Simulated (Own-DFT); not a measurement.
Si3N4 (beta silicon nitride, strained, atoms displaced), GaP (zincblende, strained, atoms displaced) (calculated)

A calculation, not a measurement: plane-wave PBE density functional theory by an unreviewed code, no spin, of a simulated periodic cell, stress positive in tension, free energy of the whole cell less one offset for each atom, forces on such cells passed a denser k mesh, this cell's mesh not checked; offsets are fitted by least squares, one for each functional and potential file, so energies compare only between cells with the same atoms and settings and are not formation energies; the far tail of each file's local potential was reset to the Coulomb form; each entry is a single point on an unrelaxed cell, so the pressure reflects the starting lattice, mostly measured values (interpolated for alloys), from which strain is counted, and rises with the displacements; printed positions are rounded, which can move forces by about a meV/angstrom; the program, named Own-DFT, is a retired in-house code; no spin-orbit coupling. Program: Own-DFT development build.

Common to all runs: functional PBE; potential files PseudoDojo norm-conserving, scalar-relativistic, standard set; wave cutoff 42 hartree; occupations Fermi-Dirac; smearing width 0.1 eV; k mesh 3 x 3 x 3 centred on Gamma.

```json
{"entry": 1, "formula": "Si3N4", "kind": "beta silicon nitride, strained, atoms displaced", "structure": {"cell_angstrom": [[7.5347, 0.1442, 0.0726], [-3.6424, 6.5083, -0.1194], [0.0833, -0.1101, 8.5662]], "atoms_fractional": [["Si", 0.18186, 0.77612, 0.07862], ["Si", 0.23339, 0.39595, 0.07661], ["Si", 0.59202, 0.81027, 0.07519], ["Si", 0.82833, 0.23157, 0.24925], ["Si", 0.75622, 0.58657, 0.239], ["Si", 0.39198, 0.16964, 0.25529], ["N", 0.32436, 0.02974, 0.07735], ["N", 0.96735, 0.30355, 0.08223], ["N", 0.7056, 0.67433, 0.08882], ["N", 0.66636, 0.97281, 0.25996], ["N", 0.02592, 0.69662, 0.25643], ["N", 0.29953, 0.32874, 0.2476], ["N", 0.3389, 0.671, 0.0883], ["N", 0.66878, 0.33641, 0.25091], ["Si", 0.15656, 0.77018, 0.42385], ["Si", 0.21975, 0.40535, 0.40809], ["Si", 0.58617, 0.82327, 0.41989], ["Si", 0.81665, 0.22399, 0.57912], ["Si", 0.76595, 0.59155, 0.58086], ["Si", 0.40951, 0.16998, 0.57949], ["N", 0.32856, 0.03259, 0.4151], ["N", 0.96626, 0.30322, 0.41953], ["N", 0.71528, 0.67886, 0.4084], ["N", 0.67444, 0.96621, 0.58503], ["N", 0.03274, 0.69165, 0.58236], ["N", 0.30105, 0.34227, 0.58154], ["N", 0.3307, 0.66649, 0.4154], ["N", 0.65917, 0.32135, 0.58597], ["Si", 0.18034, 0.77013, 0.74785], ["Si", 0.22006, 0.3981, 0.74714], ["Si", 0.59816, 0.82927, 0.76106], ["Si", 0.82899, 0.22383, 0.91342], ["Si", 0.79095, 0.59151, 0.91812], ["Si", 0.39716, 0.17396, 0.92519], ["N", 0.33836, 0.02881, 0.74176], ["N", 0.97234, 0.30718, 0.74493], ["N", 0.69945, 0.67533, 0.7585], ["N", 0.66777, 0.96695, 0.91081], ["N", 0.03307, 0.70308, 0.9186], ["N", 0.29464, 0.34564, 0.91491], ["N", 0.3357, 0.65666, 0.7479], ["N", 0.65843, 0.32368, 0.91228]]}, "results": {"free_energy_of_cell_above_offsets [eV]": "-1.806", "pressure [GPa]": 16.57, "stress_xx [GPa]": -13.82, "stress_yy [GPa]": -11.77, "stress_zz [GPa]": -24.1, "stress_yz [GPa]": -3.0, "stress_xz [GPa]": 2.8, "stress_xy [GPa]": 5.59, "force_element": ["Si", "Si", "Si", "Si", "Si", "Si", "N", "N", "N", "N", "N", "N", "N", "N", "Si", "Si", "Si", "Si", "Si", "Si", "N", "N", "N", "N", "N", "N", "N", "N", "Si", "Si", "Si", "Si", "Si", "Si", "N", "N", "N", "N", "N", "N", "N", "N"], "force_x [eV/angstrom]": [-0.382, -4.665, -2.592, -1.263, 3.603, 4.141, -0.257, 1.767, 1.232, 0.219, -0.306, -1.288, -0.001, -1.834, 3.9, 0.682, 0.486, 1.534, -0.504, -2.0, -0.529, 0.381, -1.625, -0.352, -3.01, 2.193, -1.024, -0.493, 1.037, 0.658, -2.057, -1.434, -5.42, 1.264, -1.012, -1.747, 3.675, 0.343, 2.288, 4.754, -1.05, 0.691], "force_y [eV/angstrom]": [-2.123, 3.372, 3.82, -0.941, 0.236, 0.435, 0.215, -0.033, -0.841, -0.321, 0.335, 0.575, -1.574, -2.343, 0.687, 1.455, -0.792, -0.287, -0.104, 2.05, -2.06, -0.203, -0.162, -0.004, -1.031, -2.258, 0.456, 2.637, -0.6, 2.042, -3.263, 0.632, -1.606, 1.685, -0.249, -1.499, -2.114, 2.645, 1.214, -3.746, 2.584, 1.077], "force_z [eV/angstrom]": [3.242, 5.256, 2.439, 0.694, 3.894, -1.381, 2.109, -0.457, -4.158, -2.7, -3.154, -1.283, -0.654, -0.375, -3.843, 3.128, -0.801, 1.024, 0.139, 1.025, -0.046, -1.253, 2.549, 1.489, 3.416, -1.971, -0.004, -0.362, -0.295, -0.835, -6.476, 0.06, -0.939, -4.412, 2.386, 0.676, -0.531, 5.594, -1.01, -3.422, 0.658, 0.584]}}
{"entry": 2, "formula": "GaP", "kind": "zincblende, strained, atoms displaced", "structure": {"cell_angstrom": [[10.862, 0.0, 0.0], [0.0, 10.862, 0.0], [0.0, 0.0, 10.9439]], "atoms_fractional": [["Ga", 0.00168, 0.9901, 0.00266], ["Ga", 0.99431, 0.24484, 0.24628], ["Ga", 0.26738, 0.99411, 0.2692], ["Ga", 0.24721, 0.24431, 0.01084], ["P", 0.12099, 0.12561, 0.13621], ["P", 0.1238, 0.37371, 0.368], ["P", 0.37244, 0.12291, 0.38202], ["P", 0.37833, 0.38222, 0.1213], ["Ga", 0.98883, 0.99142, 0.51004], ["Ga", 0.99677, 0.24416, 0.7475], ["Ga", 0.26314, 0.98978, 0.7591], ["Ga", 0.2583, 0.23865, 0.49155], ["P", 0.12674, 0.11962, 0.626], ["P", 0.12639, 0.37492, 0.85984], ["P", 0.37508, 0.12777, 0.86791], ["P", 0.37907, 0.36582, 0.63258], ["Ga", 0.99705, 0.49723, 0.99744], ["Ga", 0.99889, 0.74627, 0.24341], ["Ga", 0.24673, 0.50159, 0.25378], ["Ga", 0.24229, 0.76665, 0.0033], ["P", 0.11951, 0.62554, 0.12985], ["P", 0.11717, 0.88135, 0.39445], ["P", 0.38355, 0.61398, 0.36605], ["P", 0.37956, 0.88025, 0.13331], ["Ga", 0.99991, 0.5051, 0.51], ["Ga", 0.00505, 0.75291, 0.74036], ["Ga", 0.25753, 0.51231, 0.76554], ["Ga", 0.25737, 0.76363, 0.49462], ["P", 0.13756, 0.61501, 0.6308], ["P", 0.11785, 0.87726, 0.87187], ["P", 0.36811, 0.62913, 0.88193], ["P", 0.37875, 0.89821, 0.61271], ["Ga", 0.51964, 0.01336, 0.98924], ["Ga", 0.49548, 0.23779, 0.25898], ["Ga", 0.75026, 0.9986, 0.2443], ["Ga", 0.76002, 0.25446, 0.00652], ["P", 0.63079, 0.12189, 0.13482], ["P", 0.62707, 0.38196, 0.37686], ["P", 0.86473, 0.12099, 0.3695], ["P", 0.8751, 0.38637, 0.12031], ["Ga", 0.50284, 0.00738, 0.50096], ["Ga", 0.49365, 0.2458, 0.74622], ["Ga", 0.74459, 0.00807, 0.73832], ["Ga", 0.74929, 0.24313, 0.5051], ["P", 0.625, 0.14113, 0.62297], ["P", 0.63602, 0.3858, 0.8727], ["P", 0.87684, 0.13336, 0.87298], ["P", 0.87611, 0.37088, 0.62547], ["Ga", 0.49325, 0.49742, 0.98374], ["Ga", 0.50954, 0.74748, 0.25523], ["Ga", 0.74354, 0.4998, 0.24444], ["Ga", 0.76035, 0.74423, 0.98755], ["P", 0.62321, 0.621, 0.1251], ["P", 0.63184, 0.87637, 0.36997], ["P", 0.86979, 0.64571, 0.37249], ["P", 0.85163, 0.87304, 0.12136], ["Ga", 0.50453, 0.50162, 0.50387], ["Ga", 0.50995, 0.7545, 0.75628], ["Ga", 0.7634, 0.50444, 0.75061], ["Ga", 0.73912, 0.7574, 0.49377], ["P", 0.62077, 0.62332, 0.62611], ["P", 0.62524, 0.86839, 0.86604], ["P", 0.8818, 0.61548, 0.88535], ["P", 0.88332, 0.88556, 0.63695]]}, "settings": {"hardware": "one NVIDIA H100"}, "results": {"free_energy_of_cell_above_offsets [eV]": "-28.623", "pressure [GPa]": 4.49, "stress_xx [GPa]": -4.75, "stress_yy [GPa]": -4.54, "stress_zz [GPa]": -4.17, "stress_yz [GPa]": -0.4, "stress_xz [GPa]": 0.56, "stress_xy [GPa]": 0.04, "force_element": ["Ga", "Ga", "Ga", "Ga", "P", "P", "P", "P", "Ga", "Ga", "Ga", "Ga", "P", "P", "P", "P", "Ga", "Ga", "Ga", "Ga", "P", "P", "P", "P", "Ga", "Ga", "Ga", "Ga", "P", "P", "P", "P", "Ga", "Ga", "Ga", "Ga", "P", "P", "P", "P", "Ga", "Ga", "Ga", "Ga", "P", "P", "P", "P", "Ga", "Ga", "Ga", "Ga", "P", "P", "P", "P", "Ga", "Ga", "Ga", "Ga", "P", "P", "P", "P"], "force_x [eV/angstrom]": [-1.018, -0.504, -2.384, -0.025, 0.9, -0.271, 1.892, -0.376, 0.975, 1.028, -1.37, -2.2, 0.144, -0.114, 0.172, -1.174, 2.248, -0.364, 0.096, 0.283, 0.84, 0.5, -0.489, 0.618, -0.13, 0.206, -0.417, 0.241, -0.286, 0.9, 1.037, -0.099, -1.143, 0.536, -0.122, -0.928, -0.535, -0.043, 0.993, 0.155, 1.756, 1.444, 0.25, 0.764, -0.801, -0.893, -0.607, 0.001, 1.014, -0.54, 0.715, -1.842, -0.233, -1.479, 0.156, 2.837, -0.853, -2.421, -0.678, 1.023, 1.15, 1.845, 0.154, -2.533], "force_y [eV/angstrom]": [1.278, 1.143, -0.531, 0.896, -1.69, -0.31, -0.279, -1.179, 2.521, 0.48, 0.81, 2.124, -0.05, -0.342, -0.295, 1.807, -0.759, 1.66, -0.337, -0.854, -0.163, -0.788, 1.452, -0.142, -0.16, -1.481, -2.062, -1.642, 1.813, -0.255, 2.142, -2.81, -0.672, 1.757, -0.08, -0.032, 1.361, -1.41, 0.02, -1.09, 0.491, 0.923, 0.108, 1.779, -1.967, -1.517, -1.46, 0.29, 0.152, -0.158, 0.511, -0.162, 0.595, 1.234, -2.226, -0.346, -0.922, -1.207, -0.134, -0.469, 0.795, 1.86, 1.752, -1.778], "force_z [eV/angstrom]": [0.577, 0.471, -1.028, -0.813, -0.596, 1.128, -0.667, 0.557, -1.09, -0.59, -0.685, 2.003, -0.023, 1.864, 1.768, -1.423, 0.272, 0.667, -0.83, 0.792, -1.148, -2.571, 1.336, -0.923, -1.277, 0.806, -1.408, 0.34, -0.889, -0.119, 0.37, 1.666, 0.445, -0.786, 0.873, -0.473, -1.251, 0.085, 0.945, 1.396, -0.894, 1.176, 1.226, -1.654, 0.406, -0.048, 0.797, -0.323, 1.175, -0.793, 0.691, 0.772, -1.458, 0.397, 0.573, -0.434, 0.04, -1.852, -0.549, 1.775, 0.384, 1.39, -2.44, -0.131], "wall_time [s]": 563.8}}
{"entry": 3, "formula": "GaP", "kind": "zincblende, strained, atoms displaced", "structure": {"cell_angstrom": [[10.862, 0.0, 0.0], [0.0, 10.862, 0.0], [0.0, 0.0, 10.9439]], "atoms_fractional": [["Ga", 0.01142, 0.99994, 0.02222], ["Ga", 0.99479, 0.25485, 0.24862], ["Ga", 0.2487, 0.00017, 0.25714], ["Ga", 0.25792, 0.2536, 0.99627], ["P", 0.13694, 0.13172, 0.11481], ["P", 0.12627, 0.37887, 0.37193], ["P", 0.37567, 0.12649, 0.36008], ["P", 0.39166, 0.37662, 0.12168], ["Ga", 0.99979, 0.00713, 0.50493], ["Ga", 0.01223, 0.25737, 0.73807], ["Ga", 0.25806, 0.99648, 0.74428], ["Ga", 0.24496, 0.25419, 0.50965], ["P", 0.13489, 0.13184, 0.64065], ["P", 0.12248, 0.36349, 0.87297], ["P", 0.37383, 0.12365, 0.87632], ["P", 0.37972, 0.37068, 0.61609], ["Ga", 0.00667, 0.48833, 0.00429], ["Ga", 0.00118, 0.76004, 0.25689], ["Ga", 0.24403, 0.51139, 0.24658], ["Ga", 0.246, 0.74221, 0.00187], ["P", 0.12356, 0.62648, 0.11962], ["P", 0.11695, 0.87557, 0.38008], ["P", 0.37382, 0.62623, 0.3802], ["P", 0.37175, 0.88243, 0.12636], ["Ga", 0.01233, 0.50587, 0.51464], ["Ga", 0.00317, 0.75182, 0.74261], ["Ga", 0.24549, 0.50365, 0.73993], ["Ga", 0.25505, 0.76054, 0.48994], ["P", 0.13164, 0.61679, 0.63174], ["P", 0.13047, 0.87202, 0.87377], ["P", 0.38627, 0.62709, 0.87413], ["P", 0.3848, 0.87894, 0.62335], ["Ga", 0.50307, 0.01583, 0.0073], ["Ga", 0.50501, 0.24709, 0.23889], ["Ga", 0.75236, 0.99997, 0.25415], ["Ga", 0.73735, 0.25238, 0.99903], ["P", 0.60608, 0.12293, 0.12013], ["P", 0.63665, 0.36959, 0.37569], ["P", 0.86926, 0.12094, 0.37887], ["P", 0.88231, 0.37465, 0.12881], ["Ga", 0.49987, 0.00775, 0.50016], ["Ga", 0.4915, 0.25438, 0.75092], ["Ga", 0.77366, 0.98624, 0.75246], ["Ga", 0.75853, 0.25977, 0.49944], ["P", 0.6138, 0.12554, 0.62555], ["P", 0.62859, 0.37541, 0.87706], ["P", 0.87298, 0.12796, 0.88545], ["P", 0.87297, 0.36058, 0.63004], ["Ga", 0.50689, 0.51274, 0.00326], ["Ga", 0.49519, 0.75886, 0.2546], ["Ga", 0.75578, 0.49336, 0.24551], ["Ga", 0.74836, 0.75344, 0.99562], ["P", 0.62598, 0.64002, 0.12046], ["P", 0.61557, 0.87839, 0.37412], ["P", 0.87402, 0.63048, 0.37927], ["P", 0.87145, 0.88677, 0.11099], ["Ga", 0.50649, 0.49746, 0.49797], ["Ga", 0.50925, 0.74805, 0.75094], ["Ga", 0.74826, 0.49742, 0.75552], ["Ga", 0.74721, 0.75939, 0.50415], ["P", 0.62083, 0.62225, 0.62031], ["P", 0.6102, 0.87792, 0.87427], ["P", 0.87486, 0.62897, 0.8718], ["P", 0.87492, 0.87948, 0.62629]]}, "settings": {"hardware": "one NVIDIA H100"}, "results": {"free_energy_of_cell_above_offsets [eV]": "-29.281", "pressure [GPa]": 4.4, "stress_xx [GPa]": -4.51, "stress_yy [GPa]": -4.64, "stress_zz [GPa]": -4.05, "stress_yz [GPa]": -0.85, "stress_xz [GPa]": -1.01, "stress_xy [GPa]": -0.39, "force_element": ["Ga", "Ga", "Ga", "Ga", "P", "P", "P", "P", "Ga", "Ga", "Ga", "Ga", "P", "P", "P", "P", "Ga", "Ga", "Ga", "Ga", "P", "P", "P", "P", "Ga", "Ga", "Ga", "Ga", "P", "P", "P", "P", "Ga", "Ga", "Ga", "Ga", "P", "P", "P", "P", "Ga", "Ga", "Ga", "Ga", "P", "P", "P", "P", "Ga", "Ga", "Ga", "Ga", "P", "P", "P", "P", "Ga", "Ga", "Ga", "Ga", "P", "P", "P", "P"], "force_x [eV/angstrom]": [0.086, 1.203, -0.491, 0.517, -0.462, -0.278, -0.155, -1.692, 0.384, -1.847, 0.028, 0.49, -0.293, 1.107, 0.147, -0.353, -0.393, -1.329, 1.15, 1.395, -0.889, 0.788, 0.365, -0.209, -1.877, 0.127, 2.374, 0.008, -0.569, -0.459, -1.597, -0.571, -2.679, -0.527, -0.987, 1.074, 4.831, -1.192, 0.887, -1.483, -0.443, 0.757, -3.042, -1.252, 2.081, -1.421, 1.069, 0.742, 0.213, -0.326, -0.497, -0.094, 0.326, 1.236, 0.321, -0.32, -0.368, -0.837, 0.382, -0.333, 1.167, 1.973, 0.495, 1.542], "force_y [eV/angstrom]": [0.617, -1.345, 0.02, 0.382, 0.126, -0.088, 0.644, 1.03, 0.301, -0.951, -0.34, -0.477, -1.523, 1.746, 0.147, 1.184, 0.9, -0.917, -0.964, 0.94, 0.085, 1.118, -0.294, -0.655, -1.255, -0.235, -1.952, -0.466, 3.385, 0.424, -0.373, -0.757, -3.181, 0.963, -0.276, -0.753, 1.425, 0.617, 0.873, -0.241, 0.261, -0.495, 2.437, -2.029, 0.496, 0.648, -0.339, 2.586, -0.756, -0.648, 1.494, 0.467, -0.886, 0.31, -0.355, -1.356, -0.293, -0.045, 0.272, -0.561, 0.222, 0.711, -0.55, -1.478], "force_z [eV/angstrom]": [-2.743, 0.717, -0.852, -0.057, 2.323, 0.579, 2.023, 0.046, 0.384, 1.797, 1.097, -1.95, -1.903, 0.261, -0.423, 0.778, -1.046, -1.358, 0.165, -0.777, 0.832, 0.161, -0.844, -0.329, -1.664, 0.779, 2.413, 1.438, -1.354, 0.061, -0.325, -0.291, -2.737, 1.813, -0.828, 0.671, 2.085, -1.048, -0.305, -1.151, -0.856, 0.336, 2.19, 0.277, 0.479, -0.334, -0.619, 0.06, -0.472, -0.724, 0.392, -0.794, 1.6, 0.543, 0.179, 2.118, -0.628, -0.541, -0.661, -0.681, 0.623, 0.386, 0.321, -1.636], "wall_time [s]": 557.4}}
{"entry": 4, "formula": "Si3N4", "kind": "beta silicon nitride, strained, atoms displaced", "structure": {"cell_angstrom": [[7.4749, 0.1391, 0.0036], [-3.617, 6.3872, 0.0792], [0.0041, 0.1072, 8.8494]], "atoms_fractional": [["Si", 0.16564, 0.7666, 0.08116], ["Si", 0.23086, 0.40328, 0.08266], ["Si", 0.58654, 0.83466, 0.08761], ["Si", 0.82811, 0.22099, 0.24376], ["Si", 0.77573, 0.60144, 0.2416], ["Si", 0.40163, 0.16943, 0.2439], ["N", 0.33587, 0.0335, 0.07451], ["N", 0.96793, 0.29687, 0.07745], ["N", 0.69279, 0.66447, 0.08487], ["N", 0.66833, 0.97469, 0.24994], ["N", 0.01657, 0.68778, 0.2526], ["N", 0.30662, 0.33313, 0.23963], ["N", 0.33606, 0.66298, 0.08668], ["N", 0.67712, 0.33848, 0.24777], ["Si", 0.17512, 0.76628, 0.41649], ["Si", 0.22689, 0.41459, 0.40823], ["Si", 0.59954, 0.82475, 0.41202], ["Si", 0.82364, 0.22781, 0.58077], ["Si", 0.77618, 0.60297, 0.5787], ["Si", 0.39696, 0.16507, 0.5808], ["N", 0.32588, 0.02525, 0.41721], ["N", 0.98155, 0.30247, 0.40787], ["N", 0.69601, 0.66426, 0.41258], ["N", 0.67519, 0.96635, 0.58401], ["N", 0.02301, 0.7026, 0.58054], ["N", 0.2972, 0.3352, 0.57528], ["N", 0.33674, 0.67727, 0.4149], ["N", 0.67566, 0.33139, 0.58434], ["Si", 0.17635, 0.76804, 0.74685], ["Si", 0.2226, 0.40817, 0.75321], ["Si", 0.5973, 0.82716, 0.74803], ["Si", 0.82439, 0.23507, 0.90954], ["Si", 0.77118, 0.60305, 0.91363], ["Si", 0.40218, 0.177, 0.91347], ["N", 0.33919, 0.03583, 0.75438], ["N", 0.96227, 0.28089, 0.75239], ["N", 0.6904, 0.67099, 0.73714], ["N", 0.67007, 0.96723, 0.91492], ["N", 0.0268, 0.69378, 0.92518], ["N", 0.3101, 0.33218, 0.91279], ["N", 0.33386, 0.66902, 0.7633], ["N", 0.66449, 0.33435, 0.91544]]}, "results": {}}
```

Q: Estimate the stress yy of Si3N4 (beta silicon nitride, strained, atoms displaced) (entry 4).
A: -18.74 GPa

Q: Give the table of force values for Si3N4 (beta silicon nitride, strained, atoms displaced) (entry 4).
A: 
Force:
```
element  x (eV/Å)  y (eV/Å)  z (eV/Å)
     Si      1.48     0.135     1.896
     Si    -0.011    -0.561    -2.001
     Si     1.441    -1.024    -1.577
     Si    -0.253     4.197     0.556
     Si    -2.856    -2.642     1.752
     Si     2.827     0.887     0.519
      N    -0.345    -1.692     2.199
      N     0.787    -0.137    -0.436
      N    -0.686     1.482    -1.723
      N    -0.161    -2.645    -0.146
      N     4.824     3.313    -0.275
      N    -1.339     0.383     2.325
      N    -2.356     1.123     0.069
      N     -1.54    -2.153         0
     Si    -3.105     0.065    -0.749
     Si     4.123    -0.533     0.172
     Si    -1.462     0.924     1.757
     Si     2.868    -0.164     -0.62
     Si    -2.538    -2.737    -0.091
     Si     0.995     2.522     0.103
      N    -0.102     1.196    -0.836
      N    -3.571    -2.228     0.564
      N     1.175    -0.262    -0.644
      N      -0.5    -0.201     -2.12
      N     3.649     1.599      1.07
      N    -0.254     0.037     1.338
      N     1.961    -0.941    -0.088
      N    -3.859     0.876    -0.261
     Si    -1.995     0.925     1.205
     Si     2.265    -1.526    -1.492
     Si    -2.642     1.543      1.33
     Si    -0.026    -1.241     2.195
     Si    -1.616    -1.225     0.159
     Si     3.773    -0.639    -0.365
      N    -0.716    -1.736    -1.624
      N     0.953     1.282    -2.096
      N     4.085    -2.174     2.025
      N    -0.158     0.095     0.059
      N    -0.152     0.571    -3.248
      N    -4.633     2.582     0.387
      N     0.262    -0.069    -1.006
      N    -0.593     0.794    -0.284
```

Further results for Si3N4 (beta silicon nitride, strained, atoms displaced) (entry 4):

- free energy of cell above offsets: -3.243 eV
- pressure: 13.56 GPa
- stress xx: -21.45 GPa
- stress zz: -0.49 GPa
- stress yz: 3.71 GPa
- stress xz: -1.11 GPa
- stress xy: 6.67 GPa
